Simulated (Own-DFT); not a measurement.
# How much smaller does PBEsol make it? C11b WSi2, 30 atoms (Si20W10)

The numbers are computed, not measured, by runs of the plane-wave DFT program Own-DFT (in-house, retired, unreviewed) at fixed positions, with no spin and no spin-orbit coupling.

Caveats: forces on such cells failed a check on a denser k mesh; stress not checked against mesh or cutoff.

Each geometry was run with PBE and with PBEsol, otherwise alike: PseudoDojo norm-conserving scalar-relativistic files made for PBE; cutoff 50 hartree; 5 x 5 x 5 k mesh centred on Gamma; cold (Marzari-Vanderbilt) smearing of 0.2 eV. Unstrained cell vectors in Å: (-2.149, -5.953, 3.409); (-6.444, 2.976, 1.136); (-2.553, -2.948, -6.757). Each has a uniform strain, of which the change of volume is shown, and random moves of rms u per axis.

| run | volume change (%) | u (Å) | P with PBE (GPa) | P with PBEsol (GPa) |
|---|---|---|---|---|
| 1 | -1.43 | 0.0482 | 9.63 | 5.45 |
| 2 | 1.31 | 0.0465 | 2.86 | -1.17 |
| 3 | 0.09 | 0.0491 | 6.07 | 1.99 |
| 4 | -1.92 | 0.0499 | 11.50 | 7.29 |
| 5 | 0.92 | 0.0544 | 4.39 | 0.34 |
| 6 | -1.64 | 0.0458 | 10.81 | 6.65 |
| 7 | -3.75 | 0.0513 | 15.24 | 10.95 |
| 8 | 1.31 | 0.0540 | 3.47 | -0.55 |
| 9 | 1.34 | 0.0489 | 3.37 | -0.64 |
| 10 | 2.37 | 0.0537 | 2.16 | -1.80 |
| 11 | -2.61 | 0.0530 | 13.58 | ? |

Question: by how much does PBEsol shrink this cell, and what belongs in the blank?

## Working it out

Write v for the change of volume as a fraction. Fitted to v and u², the PBE pressure has a slope of -234 ± 9 GPa in v, with the ions held to the strained lattice. The difference PBEsol less PBE is -4.09 + 5.4 v GPa (slope ± 0.2) and averages -4.10 GPa. Divided by the mean slope of the two, 231 GPa, that makes PBEsol's volume at a given pressure, near 5 GPa, about 1.8 % smaller, or 0.59 % in lengths. At one volume PBEsol's slope is the smaller by 5 GPa, but its pressure there is lower too. If stiffness rises by about 4 GPa for each GPa, PBEsol at equal pressure is stiffer by about 11 GPa. Files made for PBEsol would give a different shift.

For run 11 the line gives 9.35 GPa. The calculation gave 9.33 GPa.
